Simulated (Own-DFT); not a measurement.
## Calculated data, GaP (zincblende, strained, atoms displaced), Si3N4 (beta silicon nitride, strained, atoms displaced), SiC (2H silicon carbide, atoms displaced), SiC (4H silicon carbide, atoms displaced)

Computed with Own-DFT development build. A calculation, not a measurement: plane-wave PBE density functional theory by an unreviewed code, no spin, of a simulated periodic cell, stress positive in tension, free energy of the whole cell less one offset for each atom, forces on such cells passed a denser k mesh, this cell's mesh not checked; offsets are fitted by least squares, one for each functional and potential file, so energies compare only between cells with the same atoms and settings and are not formation energies; the far tail of each file's local potential was reset to the Coulomb form; each entry is a single point on an unrelaxed cell, so the pressure reflects the starting lattice, mostly measured values (interpolated for alloys), from which strain is counted, and rises with the displacements; printed positions are rounded, which can move forces by about a meV/angstrom; the program, named Own-DFT, is a retired in-house code; no spin-orbit coupling.

Settings shared by all entries: functional PBE; potential files PseudoDojo norm-conserving, scalar-relativistic, standard set; wave cutoff 42 hartree; occupations Fermi-Dirac; smearing width 0.1 eV.

(1) GaP (zincblende, strained, atoms displaced)

```
CELL_PARAMETERS angstrom
10.86200 0.00000 0.00000
0.00000 10.86200 0.00000
0.00000 0.00000 10.94390
ATOMIC_POSITIONS crystal
Ga 0.00456 0.99829 0.99730
Ga 0.99867 0.25249 0.24877
Ga 0.24955 0.99759 0.25119
Ga 0.24900 0.24787 0.00175
P 0.12790 0.12217 0.12329
P 0.12149 0.37491 0.37588
P 0.37825 0.12898 0.37530
P 0.37916 0.37159 0.12485
Ga 0.00453 0.00058 0.50006
Ga 0.00072 0.24841 0.75082
Ga 0.24600 0.00392 0.75375
Ga 0.24564 0.25203 0.50001
P 0.12204 0.12244 0.62609
P 0.12956 0.37474 0.87642
P 0.37604 0.12405 0.87724
P 0.37471 0.37366 0.62769
Ga 0.99762 0.49310 0.99340
Ga 0.99754 0.74629 0.25726
Ga 0.25500 0.49669 0.25197
Ga 0.25038 0.75016 0.00243
P 0.12272 0.62602 0.12545
P 0.12609 0.87930 0.37984
P 0.37230 0.62069 0.37339
P 0.37258 0.87830 0.12386
Ga 0.00085 0.49658 0.49473
Ga 0.99889 0.74859 0.75225
Ga 0.25300 0.50448 0.74991
Ga 0.25130 0.74612 0.49950
P 0.12429 0.62322 0.62414
P 0.12739 0.87255 0.87483
P 0.37730 0.61734 0.87563
P 0.37174 0.87760 0.62871
Ga 0.49879 0.99883 0.99603
Ga 0.50658 0.24705 0.24696
Ga 0.75383 0.99739 0.25217
Ga 0.74758 0.25473 0.99332
P 0.62265 0.12983 0.12532
P 0.62905 0.37315 0.37580
P 0.87343 0.12616 0.37597
P 0.87341 0.37792 0.12098
Ga 0.50363 0.99845 0.50093
Ga 0.49931 0.24698 0.75091
Ga 0.74763 0.99774 0.74665
Ga 0.74611 0.24873 0.50031
P 0.62028 0.12536 0.62339
P 0.62682 0.37672 0.87754
P 0.87450 0.12841 0.88018
P 0.87585 0.37308 0.62619
Ga 0.49596 0.50292 0.99893
Ga 0.49728 0.75281 0.24793
Ga 0.74794 0.50187 0.24584
Ga 0.74895 0.74981 0.00117
P 0.62620 0.62385 0.12499
P 0.62571 0.87430 0.37242
P 0.87526 0.62431 0.37728
P 0.87674 0.87222 0.12291
Ga 0.49897 0.50075 0.49554
Ga 0.49774 0.74865 0.74856
Ga 0.74711 0.50080 0.75059
Ga 0.75148 0.74580 0.49753
P 0.62353 0.62465 0.62290
P 0.62339 0.87228 0.87447
P 0.87418 0.62648 0.87207
P 0.87473 0.87121 0.62205
```

* hardware: one NVIDIA H100
* k mesh: 3 x 3 x 3 centred on Gamma
* free energy of cell above offsets: -35.152 eV
* pressure: 3.11 GPa
* stress xx: -3.29 GPa
* stress yy: -3.28 GPa
* stress zz: -2.75 GPa
* stress yz: 0.04 GPa
* stress xz: 0.08 GPa
* stress xy: 0.35 GPa
* wall time: 506.1 s

Force:
| element | x (eV/Å) | y (eV/Å) | z (eV/Å) |
| --- | --- | --- | --- |
| Ga | -0.416 | 0.037 | 0.237 |
| Ga | -0.096 | -0.343 | -0.299 |
| Ga | 0.238 | 0.561 | 0.257 |
| Ga | 0.365 | 0.183 | 0.011 |
| P | -0.461 | 0.194 | 0.478 |
| P | 0.576 | -0.183 | -0.578 |
| P | -0.326 | -0.404 | 0.024 |
| P | -0.264 | 0.161 | 0.086 |
| Ga | -0.906 | 0.039 | 0.129 |
| Ga | -0.042 | 0.2 | 0.209 |
| Ga | 0.307 | -0.211 | -0.162 |
| Ga | 0.38 | -0.291 | 0.206 |
| P | 0.338 | 0.476 | 0.05 |
| P | -0.089 | -0.153 | -0.532 |
| P | -0.337 | 0.217 | -0.245 |
| P | 0.01 | 0.185 | -0.378 |
| Ga | 0.267 | 0.86 | 0.347 |
| Ga | 0.478 | 0.612 | -0.541 |
| Ga | -0.761 | -0.143 | -0.722 |
| Ga | 0.069 | -0.413 | -0.113 |
| P | 0.082 | -0.575 | 0.086 |
| P | 0.099 | -0.883 | -0.533 |
| P | 0.493 | 0.746 | 0.026 |
| P | 0.285 | -0.283 | -0.023 |
| Ga | -0.362 | 0.238 | 0.893 |
| Ga | 0.2 | 0.156 | -0.46 |
| Ga | -0.4 | -0.63 | -0.219 |
| Ga | -0.078 | 0.411 | 0.278 |
| P | -0.114 | 0.044 | 0.022 |
| P | -0.147 | -0.021 | -0.121 |
| P | -0.435 | 1.498 | -0.109 |
| P | 0.146 | -0.223 | -0.368 |
| Ga | 0.375 | 0.128 | 0.547 |
| Ga | -0.605 | 0.613 | 0.705 |
| Ga | -0.22 | 0.344 | -0.637 |
| Ga | 0.185 | -0.449 | 1.048 |
| P | 0.981 | -1.163 | -0.76 |
| P | -0.407 | 0.425 | -0.411 |
| P | 0.357 | -0.106 | 0.027 |
| P | -0.057 | -0.367 | 0.296 |
| Ga | -0.651 | -0.116 | -0.239 |
| Ga | 0.067 | 0.411 | 0.187 |
| Ga | 0.307 | 0.264 | 0.249 |
| Ga | 0.511 | 0.032 | 0.324 |
| P | 0.553 | -0.108 | 0.335 |
| P | -0.864 | 0.212 | -0.68 |
| P | 0.034 | -0.739 | -0.74 |
| P | -0.218 | 0.172 | -0.149 |
| Ga | 0.741 | -0.718 | 0.588 |
| Ga | 0.061 | -0.307 | 0.012 |
| Ga | 0.402 | -0.291 | 0.524 |
| Ga | 0.145 | -0.04 | -0.173 |
| P | -0.665 | 0.404 | -0.167 |
| P | -0.027 | -0.208 | 0.3 |
| P | -0.268 | -0.542 | -0.309 |
| P | 0.144 | 0.191 | 0.342 |
| Ga | 0.138 | -0.461 | 0.429 |
| Ga | -0.036 | -0.015 | 0.06 |
| Ga | 0.277 | -0.063 | -0.327 |
| Ga | -0.395 | 0.344 | 0.216 |
| P | -0.062 | -0.029 | -0.023 |
| P | 0.107 | 0.064 | -0.053 |
| P | -0.167 | -0.316 | 0.399 |
| P | 0.156 | 0.375 | 0.15 |

(2) Si3N4 (beta silicon nitride, strained, atoms displaced)

```
CELL_PARAMETERS angstrom
7.67260 -0.11540 0.10420
-3.93630 6.68780 -0.12350
0.11960 -0.09460 8.67850
ATOMIC_POSITIONS crystal
Si 0.18526 0.77240 0.07479
Si 0.22682 0.40812 0.08513
Si 0.60519 0.83328 0.09180
Si 0.83157 0.23051 0.25128
Si 0.77037 0.59659 0.25455
Si 0.39649 0.16336 0.26187
N 0.33531 0.03493 0.08256
N 0.97719 0.30252 0.09235
N 0.69856 0.67669 0.08277
N 0.68278 0.97665 0.25218
N 0.02350 0.68805 0.24669
N 0.31358 0.33985 0.23627
N 0.33062 0.67281 0.08761
N 0.67937 0.33581 0.25850
Si 0.18014 0.77661 0.41598
Si 0.24221 0.40751 0.42064
Si 0.59316 0.83260 0.41650
Si 0.83247 0.22243 0.58120
Si 0.76366 0.57155 0.58220
Si 0.40600 0.17166 0.57450
N 0.32843 0.03637 0.41998
N 0.98379 0.31131 0.41358
N 0.70004 0.67989 0.41305
N 0.66112 0.96321 0.58306
N 0.03272 0.71457 0.58363
N 0.30239 0.31955 0.57793
N 0.33519 0.67145 0.41360
N 0.67268 0.32906 0.57671
Si 0.17939 0.78015 0.74916
Si 0.22723 0.40909 0.74709
Si 0.59585 0.82052 0.75055
Si 0.83019 0.23009 0.91038
Si 0.77607 0.59370 0.92179
Si 0.40484 0.16705 0.91092
N 0.33044 0.02924 0.74728
N 0.96673 0.29801 0.75480
N 0.70430 0.67041 0.75041
N 0.66359 0.96184 0.93345
N 0.03367 0.70395 0.92795
N 0.30573 0.33463 0.92429
N 0.32578 0.64929 0.75192
N 0.65694 0.31877 0.90689
```

- k mesh: 3 x 3 x 3 centred on Gamma
- free energy of cell above offsets: -2.851 eV
- pressure: 5.74 GPa
- stress xx: -1.55 GPa
- stress yy: -6.32 GPa
- stress zz: -9.34 GPa
- stress yz: -2.8 GPa
- stress xz: 3.39 GPa
- stress xy: -6.17 GPa

Force:
| element | x (eV/Å) | y (eV/Å) | z (eV/Å) |
| --- | --- | --- | --- |
| Si | -0.443 | 0.524 | 4.089 |
| Si | 2.305 | 1.658 | -0.238 |
| Si | -1.324 | -3.042 | -0.15 |
| Si | -1.19 | 1.771 | 0.598 |
| Si | -0.941 | -0.841 | -1.754 |
| Si | 0.943 | 4.542 | -5.717 |
| N | -0.115 | -1.003 | 0.422 |
| N | -2.194 | -0.978 | -3.174 |
| N | 2.023 | -1.282 | 1.098 |
| N | -0.468 | -0.274 | 1.765 |
| N | 2.315 | 2.348 | 0.656 |
| N | 0.37 | -0.986 | 3.887 |
| N | 2.471 | -0.607 | -0.014 |
| N | -2.139 | -1.007 | -0.176 |
| Si | -0.838 | -2.779 | -1.299 |
| Si | 0.233 | 1.057 | -2.829 |
| Si | 1.444 | -1.884 | -1.167 |
| Si | -1.222 | 1.024 | -0.42 |
| Si | -1.692 | 4.992 | -0.425 |
| Si | 0.922 | 1.89 | 4.509 |
| N | 0.106 | -3.575 | -1.289 |
| N | -0.421 | -1.258 | 1.852 |
| N | 0.613 | -1.036 | 2.122 |
| N | 0.354 | 1.68 | 1.887 |
| N | 0.401 | -0.752 | 0.158 |
| N | -1.5 | 1.143 | 1.123 |
| N | -0.337 | -0.156 | 0.547 |
| N | 0.486 | -2.716 | 0.351 |
| Si | 0.056 | -3.344 | 0.351 |
| Si | 3.265 | -3.5 | 1.959 |
| Si | 0.132 | -0.979 | 1.656 |
| Si | -2.626 | -1.492 | 5.324 |
| Si | -2.491 | -0.939 | -0.757 |
| Si | -2.238 | 1.939 | 2.73 |
| N | 0.146 | 0.653 | -1.658 |
| N | 1.3 | 0.178 | -3.512 |
| N | 0.74 | -0.622 | 0.16 |
| N | 0.378 | 2.514 | -4.959 |
| N | -0.225 | -0.323 | -4.254 |
| N | -0.18 | -0.756 | -3.263 |
| N | -1.27 | 5.285 | -0.572 |
| N | 2.853 | 2.934 | 0.382 |

(3) SiC (2H silicon carbide, atoms displaced)

```
CELL_PARAMETERS angstrom
9.24810 0.00000 0.00000
-4.62410 8.00910 0.00000
0.00000 0.00000 10.06810
ATOMIC_POSITIONS crystal
Si 0.00082 0.00839 0.99834
Si 0.11105 0.22176 0.25704
C 0.00668 0.99640 0.17700
C 0.11001 0.22032 0.43385
Si 0.00060 0.00161 0.49692
Si 0.12696 0.22935 0.74867
C 0.99805 0.00286 0.67808
C 0.11358 0.23023 0.94309
Si 0.99837 0.33685 0.99346
Si 0.11953 0.55278 0.25248
C 0.99171 0.33441 0.18711
C 0.11249 0.54895 0.44221
Si 0.00113 0.32498 0.49632
Si 0.11078 0.54438 0.75146
C 0.99350 0.33614 0.69396
C 0.12808 0.56050 0.93662
Si 0.99952 0.67201 0.99935
Si 0.11918 0.88717 0.25523
C 0.99149 0.65799 0.19184
C 0.10181 0.88568 0.42913
Si 0.00488 0.66111 0.49533
Si 0.11404 0.89402 0.75342
C 0.00038 0.67249 0.69759
C 0.10955 0.88743 0.94346
Si 0.31948 0.98662 0.99435
Si 0.44348 0.23476 0.25006
C 0.34054 0.01488 0.18110
C 0.45120 0.22479 0.43248
Si 0.34633 0.00704 0.50994
Si 0.43343 0.22597 0.74385
C 0.32331 0.98801 0.68186
C 0.42905 0.22089 0.93451
Si 0.33213 0.34599 0.99626
Si 0.44972 0.55742 0.25780
C 0.32674 0.33345 0.19251
C 0.44983 0.54990 0.43553
Si 0.33564 0.33448 0.49715
Si 0.43422 0.54684 0.74608
C 0.33495 0.32307 0.68896
C 0.44538 0.55537 0.94853
Si 0.32331 0.65933 0.99754
Si 0.44335 0.89528 0.25028
C 0.32190 0.66948 0.19102
C 0.44642 0.88760 0.44759
Si 0.33616 0.66814 0.50022
Si 0.45726 0.89773 0.75617
C 0.32572 0.65919 0.68152
C 0.43554 0.87937 0.93914
Si 0.66463 0.99738 0.00630
Si 0.76524 0.22360 0.24617
C 0.66805 0.00002 0.17565
C 0.76967 0.21963 0.43889
Si 0.66762 0.00634 0.50266
Si 0.77525 0.21728 0.74812
C 0.67590 0.00080 0.69347
C 0.77984 0.21780 0.92613
Si 0.66183 0.33702 0.00178
Si 0.76958 0.56207 0.24255
C 0.67655 0.31884 0.19523
C 0.76064 0.53539 0.43586
Si 0.66215 0.33022 0.49616
Si 0.78126 0.55613 0.74814
C 0.65975 0.32811 0.68243
C 0.77680 0.55121 0.93646
Si 0.66488 0.65803 0.00441
Si 0.78088 0.88587 0.24993
C 0.67323 0.68150 0.18916
C 0.77499 0.88140 0.43522
Si 0.65540 0.65688 0.49178
Si 0.77300 0.89271 0.74803
C 0.67309 0.68885 0.68386
C 0.78403 0.89406 0.93932
```

* hardware: one NVIDIA H100
* k mesh: 4 x 4 x 3 centred on Gamma
* free energy of cell above offsets: -1.862 eV
* pressure: 6.88 GPa
* stress xx: -6.38 GPa
* stress yy: -6.08 GPa
* stress zz: -8.17 GPa
* stress yz: 0.85 GPa
* stress xz: -1.08 GPa
* stress xy: -0.14 GPa
* wall time: 363 s

Force:
| element | x (eV/Å) | y (eV/Å) | z (eV/Å) |
| --- | --- | --- | --- |
| Si | 0.767 | -0.501 | -0.146 |
| Si | -1.377 | -0.835 | -3.56 |
| C | -0.786 | 0.574 | 3.262 |
| C | 0.811 | 0.079 | 1.841 |
| Si | -0.094 | -1.523 | -0.534 |
| Si | -3.993 | -2.037 | 0.859 |
| C | 0.826 | 0.614 | 2.397 |
| C | 0.212 | -0.317 | -1.809 |
| Si | -0.217 | -0.268 | 1.301 |
| Si | -3.838 | -1.211 | 0.237 |
| C | 1.416 | -0.623 | 0.173 |
| C | 0.568 | 0.199 | -0.89 |
| Si | -2.057 | 0.963 | 1.286 |
| Si | -1.49 | 3.025 | -0.21 |
| C | 2.302 | -1.757 | -2.149 |
| C | -5.021 | -2.192 | -0.986 |
| Si | 0.973 | -1.622 | 0.849 |
| Si | -1.038 | 0.212 | -3.354 |
| C | 1.109 | 1.242 | -0.647 |
| C | 1.877 | 0.189 | 3.108 |
| Si | -2.313 | 0.424 | 1.101 |
| Si | -1.31 | -1.066 | -0.595 |
| C | 1.302 | -1.099 | -1.589 |
| C | -1.756 | 0.305 | -1.926 |
| Si | 1.633 | 2.947 | 1.268 |
| Si | 1.817 | -1.901 | -0.952 |
| C | 0.04 | -1.563 | 1.283 |
| C | -1.882 | -1.021 | 1.27 |
| Si | -1.856 | -1.124 | -3.728 |
| Si | 5.755 | -2.989 | 2.366 |
| C | 1.308 | 2.039 | 3.157 |
| C | 1.365 | 0.03 | 0.18 |
| Si | 0.717 | -3.202 | 2.088 |
| Si | -1.713 | 0.239 | -2.665 |
| C | 0.784 | 1.875 | -0.852 |
| C | -3.048 | 0.022 | 0.908 |
| Si | 0.36 | -1.292 | -0.077 |
| Si | 1.534 | 2.423 | 0.712 |
| C | -3.309 | 3.82 | -2.995 |
| C | -0.35 | 1.514 | -2.321 |
| Si | 3.334 | 2.314 | 2.352 |
| Si | 0.376 | 0.161 | -0.358 |
| C | 3.469 | 0.945 | -0.605 |
| C | -0.226 | 0.609 | -1.688 |
| Si | 0.011 | -0.897 | -0.207 |
| Si | -1.438 | -1.925 | -1.121 |
| C | 1.075 | 0.625 | 1.598 |
| C | 0.762 | 1.151 | -0.038 |
| Si | 0.111 | 0.258 | -4.173 |
| Si | 8.969 | -4.587 | 3.067 |
| C | -0.272 | -0.304 | 5.25 |
| C | 1.564 | 0.104 | -0.588 |
| Si | 1.262 | -1.645 | -0.176 |
| Si | -0.796 | 1.074 | -0.339 |
| C | -2.969 | 0.884 | -1.896 |
| C | -1.596 | 0.485 | 2.822 |
| Si | 1.133 | -2.557 | -0.61 |
| Si | 2.874 | -2.05 | 2.04 |
| C | -11.04 | 6.755 | -4.747 |
| C | 0.837 | 3.897 | -0.827 |
| Si | 0.699 | -0.534 | 1.11 |
| Si | -1.569 | 0.142 | -0.687 |
| C | -0.036 | 0.372 | 0.776 |
| C | -0.221 | 0.588 | 0.546 |
| Si | -0.039 | 2.473 | -1.347 |
| Si | -0.008 | 3.619 | -0.349 |
| C | -1.009 | -3.701 | -0.843 |
| C | -0.67 | 1.158 | 0.088 |
| Si | 3.267 | 2.074 | 2.349 |
| Si | 3.118 | 0.493 | 1.755 |
| C | -0.053 | -5.157 | -0.276 |
| C | -0.952 | -1.414 | -0.543 |

(4) SiC (4H silicon carbide, atoms displaced)

```
CELL_PARAMETERS angstrom
12.33080 0.00000 0.00000
-6.16540 10.67880 0.00000
0.00000 0.00000 10.06810
ATOMIC_POSITIONS crystal
Si 0.00112 0.99933 0.40692
Si 0.08423 0.16496 0.15279
C 0.99679 0.99599 0.09064
C 0.08668 0.17057 0.33924
Si 0.00061 0.25243 0.40762
Si 0.08166 0.41613 0.15486
C 0.00157 0.24801 0.08869
C 0.08647 0.41751 0.34331
Si 0.99582 0.49614 0.40624
Si 0.08385 0.67203 0.15772
C 0.00486 0.50685 0.09616
C 0.07998 0.66122 0.34396
Si 0.00089 0.75462 0.40532
Si 0.08588 0.91728 0.15538
C 0.99355 0.75238 0.09943
C 0.08159 0.91772 0.34055
Si 0.25179 0.99689 0.41211
Si 0.33345 0.17012 0.15352
C 0.24968 0.99741 0.08567
C 0.33402 0.16489 0.34156
Si 0.24994 0.25225 0.40863
Si 0.33729 0.42140 0.15878
C 0.24714 0.24884 0.09713
C 0.33268 0.41675 0.34040
Si 0.24771 0.50237 0.40259
Si 0.33296 0.66494 0.15491
C 0.25287 0.50216 0.09311
C 0.33445 0.66531 0.34266
Si 0.25721 0.75378 0.39945
Si 0.33282 0.91661 0.15694
C 0.25357 0.75032 0.09533
C 0.32977 0.91426 0.34575
Si 0.49778 0.99628 0.40745
Si 0.58055 0.16445 0.15161
C 0.50366 0.00226 0.09513
C 0.58170 0.16636 0.34845
Si 0.49702 0.24686 0.40864
Si 0.58479 0.41830 0.16063
C 0.49827 0.25244 0.09231
C 0.58313 0.41238 0.34377
Si 0.49506 0.49945 0.40839
Si 0.58614 0.67020 0.15746
C 0.50220 0.50022 0.08994
C 0.58048 0.66966 0.34357
Si 0.49931 0.75082 0.40536
Si 0.58716 0.91914 0.15277
C 0.50497 0.74970 0.09733
C 0.58092 0.91498 0.34276
Si 0.75498 0.99772 0.40718
Si 0.83091 0.16386 0.16581
C 0.75023 0.99669 0.09090
C 0.83618 0.16551 0.34885
Si 0.74982 0.25127 0.40272
Si 0.83029 0.41399 0.15745
C 0.75377 0.25385 0.08669
C 0.83393 0.41973 0.34635
Si 0.74838 0.50017 0.40688
Si 0.83343 0.66956 0.15986
C 0.75136 0.50303 0.09276
C 0.83400 0.67112 0.34454
Si 0.75254 0.75033 0.40743
Si 0.83363 0.91578 0.15612
C 0.74730 0.74909 0.09364
C 0.83679 0.91616 0.34770
Si 0.99968 0.99814 0.90758
Si 0.92084 0.83139 0.65495
C 0.00181 0.00125 0.58855
C 0.91759 0.83259 0.83976
Si 0.99560 0.74309 0.90638
Si 0.91408 0.58133 0.65444
C 0.00547 0.75544 0.59707
C 0.92093 0.58140 0.83624
Si 0.00399 0.50399 0.90803
Si 0.91559 0.33065 0.66103
C 0.99527 0.49935 0.59491
C 0.91704 0.33618 0.84239
Si 0.00048 0.24942 0.90738
Si 0.91651 0.08077 0.65667
C 0.99923 0.25144 0.59495
C 0.91333 0.08237 0.84425
Si 0.74709 0.99970 0.90209
Si 0.67174 0.83262 0.65830
C 0.74458 0.99492 0.59644
C 0.66436 0.83196 0.83991
Si 0.74565 0.74819 0.90388
Si 0.66754 0.58120 0.65454
C 0.74909 0.74995 0.59429
C 0.66210 0.58041 0.84185
Si 0.74996 0.50112 0.90916
Si 0.65993 0.33068 0.65427
C 0.74941 0.50190 0.59054
C 0.66137 0.32830 0.85013
Si 0.75333 0.25039 0.90994
Si 0.66728 0.08443 0.65347
C 0.75262 0.25299 0.59087
C 0.66836 0.08551 0.84326
Si 0.50018 0.99756 0.89942
Si 0.42021 0.83422 0.66208
C 0.49641 0.00071 0.59370
C 0.41192 0.82943 0.84744
Si 0.50263 0.75212 0.90683
Si 0.41702 0.58428 0.65684
C 0.49513 0.75162 0.59471
C 0.41494 0.58640 0.84623
Si 0.50491 0.50462 0.90483
Si 0.41693 0.33420 0.65137
C 0.49934 0.50015 0.59606
C 0.41861 0.33381 0.84807
Si 0.50389 0.25410 0.90545
Si 0.41682 0.07981 0.66254
C 0.50559 0.25475 0.59119
C 0.41640 0.08577 0.84333
Si 0.24917 0.99839 0.90736
Si 0.16152 0.83085 0.66028
C 0.24427 0.99309 0.59282
C 0.16508 0.83099 0.84365
Si 0.25125 0.74747 0.90591
Si 0.17065 0.58572 0.65959
C 0.25011 0.75063 0.58833
C 0.16466 0.57965 0.84506
Si 0.24531 0.49963 0.90237
Si 0.16354 0.32943 0.65929
C 0.25556 0.50078 0.59617
C 0.16373 0.33367 0.84426
Si 0.24632 0.24500 0.90536
Si 0.16905 0.08661 0.65514
C 0.25271 0.25073 0.59536
C 0.16612 0.08486 0.83975
```

- hardware: one NVIDIA H200
- k mesh: 3 x 3 x 3 centred on Gamma
- free energy of cell above offsets: -18.447 eV
- pressure: 3.82 GPa
- stress xx: -3.54 GPa
- stress yy: -2.65 GPa
- stress zz: -5.26 GPa
- stress yz: -0.14 GPa
- stress xz: 0.26 GPa
- stress xy: -0.18 GPa
- wall time: 526.8 s

Force:
| element | x (eV/Å) | y (eV/Å) | z (eV/Å) |
| --- | --- | --- | --- |
| Si | 0.127 | 1.22 | -0.909 |
| Si | -0.667 | -0.018 | 0.411 |
| C | 0.698 | 0.702 | 0.694 |
| C | -0.612 | -0.876 | 1.178 |
| Si | 1.094 | -0.146 | -0.177 |
| Si | 0.816 | 0.228 | -0.146 |
| C | -0.995 | 0.179 | 1.651 |
| C | -1.51 | -0.454 | -0.013 |
| Si | 1.007 | 0.903 | 0.486 |
| Si | 0.197 | -0.548 | 0.225 |
| C | -0.73 | -1.108 | -0.484 |
| C | 0.077 | 1.62 | 0.269 |
| Si | 0.981 | -0.94 | 0.267 |
| Si | -0.757 | 0.321 | -0.278 |
| C | 1.984 | -0.368 | -1.485 |
| C | 1.217 | 0.233 | 0.592 |
| Si | -1.395 | 0.608 | -1.405 |
| Si | 0.327 | -0.873 | 0.237 |
| C | -0.126 | 0.652 | 2.129 |
| C | -0.568 | -0.133 | 0.931 |
| Si | 0.468 | -0.601 | -1.068 |
| Si | -0.125 | -0.804 | -1.548 |
| C | 0.572 | 0.64 | -1.13 |
| C | -0.237 | 0.264 | 1.335 |
| Si | 1.255 | -0.335 | 1.194 |
| Si | 0.757 | 0.466 | 0.158 |
| C | -0.629 | -0.722 | -0.317 |
| C | -0.23 | 0.501 | -0.338 |
| Si | -1.573 | -2.168 | 1.357 |
| Si | 0.593 | 0.288 | -0.446 |
| C | -0.93 | 0.222 | -0.385 |
| C | 0.767 | 0.989 | -0.908 |
| Si | 0.105 | 0.786 | -0.318 |
| Si | -0.004 | 1.295 | 0.961 |
| C | -0.555 | -0.93 | -1.127 |
| C | 0.495 | -0.498 | -1.2 |
| Si | 0.376 | 0.309 | -0.928 |
| Si | -0.265 | -0.188 | -1.237 |
| C | 0.797 | -0.301 | 0.238 |
| C | -0.875 | 0.973 | 0.778 |
| Si | 1.088 | 0.445 | -0.567 |
| Si | -0.104 | -1.318 | 0.028 |
| C | -0.079 | 0.581 | 1.191 |
| C | 1.512 | -0.672 | 0.627 |
| Si | -0.156 | 0.086 | 0.514 |
| Si | -0.441 | -0.82 | 0.837 |
| C | -1.546 | 0.661 | -1.122 |
| C | 0.864 | 0.748 | 0.103 |
| Si | -1.726 | -0.232 | 0.422 |
| Si | 0.772 | 0.373 | -2.496 |
| C | -0.208 | 0.96 | 0.441 |
| C | -0.896 | 0.147 | -0.157 |
| Si | -0.07 | -0.318 | 0.912 |
| Si | 0.53 | 1.569 | -0.378 |
| C | -0.186 | -1.245 | 2.982 |
| C | -0.356 | -1.073 | -0.881 |
| Si | -0.044 | 0.352 | -0.517 |
| Si | -0.702 | -0.635 | -0.439 |
| C | 0.169 | -0.191 | 0.918 |
| C | 0.368 | -1.118 | 0.479 |
| Si | -1.445 | -0.128 | 0.067 |
| Si | -0.056 | -0.243 | 0.064 |
| C | 0.737 | 0.374 | -0.258 |
| C | -0.371 | -0.048 | -0.932 |
| Si | -0.481 | 0.038 | -1.04 |
| Si | -1.42 | 0.869 | -0.034 |
| C | 0.007 | -0.182 | 1.306 |
| C | -0.466 | -0.448 | 0.98 |
| Si | -0.052 | 1.25 | 0.123 |
| Si | 0.379 | 0.68 | -0.655 |
| C | -1.157 | -2.079 | -1.455 |
| C | -1.614 | -0.057 | 1.887 |
| Si | -0.587 | -1.208 | -0.023 |
| Si | -0.555 | 1.108 | -1.132 |
| C | 1.504 | -0.301 | -0.211 |
| C | 0.515 | -0.386 | 1.367 |
| Si | -0.912 | -0.097 | -0.782 |
| Si | -0.493 | 0.275 | -0.229 |
| C | 0.431 | -0.769 | -0.136 |
| C | 0.856 | -0.115 | -0.074 |
| Si | 0.734 | -0.081 | 0.45 |
| Si | -2.055 | -0.452 | -0.955 |
| C | 1.079 | 1.012 | -0.647 |
| C | 0.313 | 0.405 | 1.023 |
| Si | 0.937 | 0.327 | 0.136 |
| Si | -0.873 | 0.544 | 0.05 |
| C | 1.245 | -0.391 | -0.125 |
| C | 1.684 | 1.045 | -0.125 |
| Si | 0.314 | -0.576 | -1.027 |
| Si | 2.493 | 1.125 | 1.05 |
| C | 0.246 | -0.64 | 0.725 |
| C | 1.819 | 1.661 | -1.43 |
| Si | -0.587 | 0.267 | -2.007 |
| Si | -0.354 | 0.214 | -0.022 |
| C | -0.521 | -0.646 | 0.424 |
| C | -0.317 | -0.43 | -0.267 |
| Si | -0.661 | 0.822 | 1.418 |
| Si | -1.743 | -0.18 | -1.245 |
| C | 1.333 | -0.407 | 0.529 |
| C | 1.292 | 0.913 | -0.309 |
| Si | -0.512 | -0.8 | 0.527 |
| Si | 0.16 | 0.523 | 0.439 |
| C | 2.217 | -0.334 | -0.259 |
| C | 0.633 | -0.474 | -0.342 |
| Si | -1.948 | -1.511 | 0.274 |
| Si | 0.587 | 0.047 | 1.805 |
| C | 0.144 | 0.292 | -0.595 |
| C | -0.844 | 0.147 | -1.21 |
| Si | -1.55 | -1.104 | 0.736 |
| Si | -1.329 | 0.844 | -1.604 |
| C | -2.139 | -1.932 | 0.384 |
| C | 0.41 | -0.603 | 0.878 |
| Si | -0.088 | 0.139 | -1.708 |
| Si | 2.167 | 0.171 | -0.732 |
| C | 0.566 | 1.608 | 1.255 |
| C | 0.155 | -0.175 | 0.998 |
| Si | -1.288 | -0.033 | 0.554 |
| Si | -0.742 | -0.422 | -1.569 |
| C | 0.259 | 0.237 | 1.262 |
| C | -0.099 | 1.352 | -0.183 |
| Si | 1.796 | -0.173 | 1.15 |
| Si | 0.339 | 1.168 | -0.579 |
| C | -1.559 | -0.875 | -0.694 |
| C | 0.817 | -0.523 | 0.172 |
| Si | 0.421 | 1.815 | 0.535 |
| Si | 0.059 | -1.125 | -0.471 |
| C | -0.734 | -0.004 | -0.467 |
| C | 0.188 | -1.015 | 0.828 |
